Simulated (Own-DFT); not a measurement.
# Which way do the neighbours of a vacancy move? 2H SiC, 71 atoms (C36Si35), with one Si vacancy

Calculated results; nothing here was measured. They come from Own-DFT, an in-house plane-wave density functional program, since retired, whose code no person has reviewed. Each row is one single-point run on a periodic cell that was not relaxed, without spin or spin-orbit coupling.

Settings of every run: PBE; PseudoDojo norm-conserving scalar-relativistic files; cutoff 42 hartree; 4 x 4 x 3 k mesh centred on Gamma; Fermi-Dirac smearing of 0.1 eV.

Known limits: a neutral cation vacancy leaves holes that likely carry spin, which these runs leave out; not probed for a lower state with spin; forces on such cells moved up to 12 meV/angstrom on a denser k mesh; stress not checked against mesh or cutoff.

Cell vectors in Å: (9.248, 0.000, 0.000); (-4.624, 8.009, 0.000); (0.000, 0.000, 10.068). Every atom was also moved at random, by a Gaussian of width 0.05 Å on each axis. The defect's site can differ from row to row. The empty site has 4 nearest neighbours, all C. For each, d is its distance from the empty site and R the part of its force along the line away from it, positive outwards. The last column is the rms force component on atoms over 4.5 Å away.

```
run  d1 (Å)  d2 (Å)  d3 (Å)  d4 (Å)  R1 (eV/Å)  R2 (eV/Å)  R3 (eV/Å)  R4 (eV/Å)  far F (eV/Å)
  1   1.774   1.796   1.953   1.985       1.61       2.03       0.86       0.24          1.26
  2   1.865   1.871   1.890   1.954       1.50       1.46       1.30       1.11          1.48
  3   1.855   1.866   1.888   1.936       1.08       0.64       0.91       1.23          1.15
  4   1.887   1.903   1.922   1.961       1.42       1.19       0.96       0.78          1.40
  5   1.821   1.843   1.847   1.958       2.18       1.98       1.75       0.36          1.33
  6   1.873   1.902   1.911   1.911       0.81       0.84       1.22       1.07          1.37
  7   1.857   1.861   1.887   1.917       1.57       1.62       2.17       1.45          1.40
  8   1.815   1.948   1.949   1.983       1.54       1.13       1.60       0.33          1.05
  9   1.737   1.773   1.852   1.917          ?          ?          ?          ?             ?
```

## Worked fit

A straight line through the 32 neighbours shown gives R = 1.25 - 6.5 (d - 1.893) eV/Å, with a scatter of 0.38 left by the moves of the other atoms. The slope, with an error of 1.3, is the pull back towards the neighbour's own site. The constant, 1.25 ± 0.07 eV/Å, is the force at the mean distance: with one bond gone, the neighbours are pushed outwards, away from the empty site. It shows how a relaxation would start, not where it would end, and it depends somewhat on the width of the random moves.

## Withheld run

Question: what mean R should the neighbours of run 9 feel? Their mean d is 1.820 Å.

The line gives 1.73 ± 0.23 eV/Å, by the scatter of the means of the runs shown. The calculation gave R = 2.95, 2.29, 2.15, 1.79, a mean of 2.29 eV/Å.
